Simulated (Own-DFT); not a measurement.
AlGa3N4 (wurtzite random alloy, atoms displaced) (calculated)

A calculation, not a measurement: plane-wave density functional theory by an unreviewed code, no spin, of a simulated periodic cell, stress positive in tension, run twice, with PBE and with PBEsol, both on files made for PBE, so the change isn't that of files made for PBEsol, forces on such cells passed a denser k mesh, this cell's mesh not checked; the far tail of each file's local potential was reset to the Coulomb form; each entry is a single point on an unrelaxed cell, so the pressure reflects the starting lattice, mostly measured values (interpolated for alloys), from which strain is counted, and rises with the displacements; printed positions are rounded, which can move forces by about a meV/angstrom; the program, named Own-DFT, is a retired in-house code; no spin-orbit coupling; stress was not checked against mesh or cutoff. Program: Own-DFT development build.

AlGa3N4 (wurtzite random alloy, atoms displaced)

```
AlGa3N4
1.0
      9.5092     0.0000     0.0000
     -4.7546     8.2353     0.0000
      0.0000     0.0000    10.2685
Al Ga N Ga N Ga N Ga N Ga Al N Ga Al N Ga N Ga Al N Ga N Ga N Al Ga N Ga N Ga Al N Ga N Ga Al N Ga Al N Ga N Ga Al N
1 1 2 2 2 2 2 2 2 1 1 2 1 1 2 2 2 1 1 2 2 2 2 2 1 1 2 2 2 1 1 2 2 2 1 1 2 1 1 2 2 2 1 1 2
Direct
  0.10805 0.22327 0.98910
  0.22800 0.10952 0.24782
  0.08644 0.20859 0.18355
  0.21751 0.10030 0.43881
  0.11250 0.21165 0.50015
  0.22467 0.11420 0.75634
  0.10485 0.22503 0.67462
  0.23085 0.11856 0.94197
  0.09207 0.56155 0.99614
  0.20899 0.43786 0.25216
  0.12062 0.55957 0.20073
  0.22958 0.43821 0.42905
  0.10391 0.55470 0.49824
  0.22250 0.42212 0.73501
  0.10509 0.56351 0.69324
  0.22657 0.44671 0.94233
  0.10568 0.89069 0.00614
  0.23649 0.76625 0.25191
  0.11758 0.89209 0.18594
  0.22758 0.77692 0.43667
  0.11691 0.88886 0.49262
  0.20381 0.77150 0.74343
  0.12270 0.89766 0.68239
  0.21314 0.77515 0.93183
  0.44103 0.22895 0.98859
  0.56633 0.11394 0.23432
  0.43354 0.21805 0.18419
  0.53225 0.08876 0.43805
  0.44768 0.22057 0.49452
  0.56363 0.12350 0.75247
  0.44587 0.21284 0.67765
  0.55664 0.11915 0.93623
  0.43584 0.54742 0.00216
  0.56819 0.44068 0.27574
  0.43358 0.55382 0.18407
  0.56084 0.44739 0.44118
  0.45143 0.56841 0.50305
  0.55478 0.45024 0.76084
  0.45145 0.57108 0.68420
  0.55429 0.46075 0.92115
  0.45804 0.90509 0.00121
  0.54661 0.76819 0.24796
  0.42412 0.87432 0.18784
  0.55757 0.78122 0.44811
  0.43995 0.87812 0.49387
  0.56662 0.78431 0.74425
  0.44761 0.88574 0.69746
  0.56842 0.78251 0.94949
  0.78849 0.24277 0.99662
  0.89289 0.10842 0.24835
  0.78881 0.22224 0.18407
  0.88598 0.10875 0.44231
  0.78070 0.22730 0.50681
  0.88493 0.10382 0.73975
  0.77863 0.22548 0.69007
  0.88547 0.11273 0.92833
  0.78471 0.55024 0.00416
  0.88824 0.44301 0.25859
  0.75231 0.54923 0.19360
  0.89004 0.43808 0.42191
  0.76309 0.54656 0.50787
  0.88188 0.45521 0.73609
  0.77517 0.54281 0.70189
  0.88706 0.44558 0.92563
  0.76445 0.89078 0.99163
  0.87854 0.77181 0.23743
  0.76342 0.86944 0.19009
  0.86747 0.75121 0.43678
  0.77016 0.88470 0.49199
  0.89214 0.78491 0.75180
  0.77386 0.87971 0.67241
  0.89735 0.77913 0.93852
```

Settings of this run: functional PBE, then PBEsol, potential files PseudoDojo norm-conserving, scalar-relativistic, standard set, wave cutoff 42 hartree, occupations Fermi-Dirac, smearing width 0.1 eV and k mesh 4 x 4 x 3 centred on Gamma.

Results for AlGa3N4 (wurtzite random alloy, atoms displaced): PBE pressure 10.89 GPa; PBE stress xx -10.46 GPa; PBE stress yy -9.74 GPa; PBE stress zz -12.47 GPa; PBE stress yz 0.44 GPa; PBE stress xz 0 GPa; PBE stress xy -2.67 GPa; PBEsol pressure 5.99 GPa; PBEsol stress xx -5.61 GPa; PBEsol stress yy -4.83 GPa; PBEsol stress zz -7.54 GPa; PBEsol stress yz 0.47 GPa; PBEsol stress xz 0 GPa; PBEsol stress xy -2.55 GPa; rms change of force components from PBE to PBEsol 0.079 eV/Å.

Force:
| force element | PBE force x (eV/Å) | PBE force y (eV/Å) | PBE force z (eV/Å) | PBEsol force x (eV/Å) | PBEsol force y (eV/Å) | PBEsol force z (eV/Å) |
| --- | --- | --- | --- | --- | --- | --- |
| Al | -0.242 | 0.175 | 1.564 | -0.231 | 0.163 | 1.556 |
| Ga | -2.336 | -0.425 | 0.312 | -2.267 | -0.431 | 0.303 |
| N | 3.16 | 1.363 | -1.408 | 3.289 | 1.469 | -1.349 |
| N | 0.249 | 1.66 | -1.015 | 0.241 | 1.62 | -1.001 |
| Ga | -0.547 | 0.649 | -2.875 | -0.539 | 0.632 | -2.787 |
| Ga | 0.697 | -0.352 | -1.623 | 0.706 | -0.357 | -1.61 |
| N | 0.839 | -2.997 | 2.046 | 0.835 | -2.914 | 2.003 |
| N | -3.07 | -0.798 | -0.824 | -2.869 | -0.832 | -0.87 |
| Ga | 3.8 | 0.447 | 0.792 | 3.714 | 0.452 | 0.745 |
| Ga | 2.229 | -1.281 | -1.799 | 2.182 | -1.223 | -1.752 |
| N | -3.945 | -0.839 | -1.95 | -3.758 | -0.985 | -1.985 |
| N | -0.645 | 0.29 | 3.096 | -0.64 | 0.287 | 3.013 |
| Ga | 1.324 | -0.204 | 0.235 | 1.29 | -0.19 | 0.229 |
| Ga | -1.124 | 5.41 | 2.691 | -1.098 | 5.289 | 2.618 |
| N | 0.117 | -2.169 | -1.488 | 0.218 | -2.239 | -1.588 |
| N | -2.193 | -1.696 | -1.699 | -2.101 | -1.523 | -1.695 |
| Ga | 1.758 | 0.355 | -0.968 | 1.717 | 0.329 | -0.939 |
| Al | -4.741 | 0.367 | 1.061 | -4.764 | 0.367 | 1.089 |
| N | -0.01 | -1.993 | 1.703 | -0.102 | -1.887 | 1.608 |
| N | -1.046 | -1.299 | -0.897 | -1.023 | -1.267 | -0.717 |
| Ga | -1.138 | -1.809 | 0.289 | -1.083 | -1.731 | 0.307 |
| Al | 2.923 | 1.792 | 1.427 | 2.929 | 1.806 | 1.406 |
| N | -2.164 | -0.983 | 0.788 | -2.168 | -0.807 | 0.672 |
| N | 0.922 | 1.505 | 0.191 | 0.795 | 1.402 | 0.309 |
| Ga | 1.614 | 1.484 | 1.772 | 1.57 | 1.427 | 1.734 |
| Ga | -1.775 | -1.098 | 1.629 | -1.751 | -1.082 | 1.599 |
| N | 2.659 | 1.737 | -0.27 | 2.602 | 1.681 | -0.249 |
| N | 2.012 | 3.173 | -1.673 | 1.956 | 3.113 | -1.628 |
| Ga | -0.726 | -0.899 | 0.209 | -0.715 | -0.898 | 0.229 |
| Al | -0.186 | -2.293 | -1.03 | -0.17 | -2.28 | -1.026 |
| N | -0.681 | 1.396 | 2.304 | -0.813 | 1.434 | 2.19 |
| N | 0.586 | 0.013 | 0.29 | 0.557 | 0.18 | 0.385 |
| Ga | 0.396 | 1.821 | 0.323 | 0.393 | 1.785 | 0.311 |
| Ga | -4.21 | -1.781 | -5.55 | -4.101 | -1.711 | -5.433 |
| N | 0.843 | -1.329 | 1.782 | 0.795 | -1.273 | 1.736 |
| N | -2.033 | -1.382 | 3.906 | -1.957 | -1.359 | 3.799 |
| Ga | -0.505 | -2.002 | -0.997 | -0.489 | -1.942 | -0.961 |
| Ga | -0.111 | -0.935 | -7.56 | -0.096 | -0.89 | -7.386 |
| N | 0.187 | -2.706 | 0.799 | 0.192 | -2.658 | 0.765 |
| N | 1.42 | -1.101 | 7.816 | 1.371 | -1.101 | 7.646 |
| Al | -1.03 | -2.487 | -0.917 | -1.022 | -2.473 | -0.902 |
| Ga | -0.209 | -0.061 | 0.222 | -0.186 | -0.072 | 0.197 |
| N | 3.984 | 3.385 | -2.195 | 4.14 | 3.454 | -2.12 |
| N | -0.575 | -0.877 | -2.781 | -0.566 | -0.87 | -2.718 |
| Ga | -0.266 | 0.77 | 2.859 | -0.256 | 0.76 | 2.785 |
| Ga | -1.842 | 0.125 | 1.876 | -1.808 | 0.115 | 1.792 |
| N | -1.696 | 1.237 | -0.433 | -1.546 | 1.144 | -0.489 |
| N | -5.905 | -2.214 | -2.571 | -5.649 | -2.205 | -2.552 |
| Ga | 0.319 | -2.808 | -0.151 | 0.298 | -2.749 | -0.151 |
| Al | -2.025 | -2.076 | 1.152 | -2.061 | -2.122 | 1.183 |
| N | -0.41 | 0.858 | 0.489 | -0.541 | 0.791 | 0.37 |
| N | 0.09 | 0.242 | -1.513 | 0.091 | 0.228 | -1.348 |
| Ga | -0.576 | -1.554 | -1.615 | -0.527 | -1.523 | -1.558 |
| Ga | -0.618 | 0.208 | 0.203 | -0.625 | 0.223 | 0.187 |
| N | -0.43 | 0.884 | 0.543 | -0.28 | 0.807 | 0.415 |
| N | 0.886 | 0.55 | 0.366 | 0.75 | 0.46 | 0.305 |
| Ga | -2.684 | 0.962 | -0.453 | -2.636 | 0.954 | -0.456 |
| Al | 0.266 | 0.488 | -4.74 | 0.237 | 0.497 | -4.822 |
| N | 5.389 | 0.181 | -2.445 | 5.204 | 0.228 | -2.411 |
| N | -1.091 | -0.062 | 5.123 | -1.045 | -0.076 | 5.349 |
| Ga | 2.565 | 0.549 | 0.942 | 2.472 | 0.55 | 0.892 |
| Al | 5.644 | -3.132 | 2.123 | 5.692 | -3.178 | 2.108 |
| N | -4.194 | 4.053 | -2.412 | -4.412 | 4.007 | -2.478 |
| N | -0.73 | 0.397 | -0.433 | -0.714 | 0.396 | -0.239 |
| Ga | 5.396 | 2.099 | 2.393 | 5.261 | 2.022 | 2.345 |
| Ga | 1.956 | 0.412 | 1.775 | 1.862 | 0.377 | 1.734 |
| N | -0.717 | 3.479 | -0.539 | -0.698 | 3.288 | -0.552 |
| N | 1.055 | 2.866 | -0.516 | 1.012 | 2.802 | -0.504 |
| Ga | 2.225 | 0.51 | -0.803 | 2.148 | 0.492 | -0.743 |
| Al | 0.729 | -0.614 | -0.69 | 0.718 | -0.612 | -0.706 |
| N | 2.117 | 0.726 | 2.705 | 1.925 | 0.78 | 2.598 |
| N | -1.926 | -0.36 | -0.97 | -1.855 | -0.35 | -0.791 |
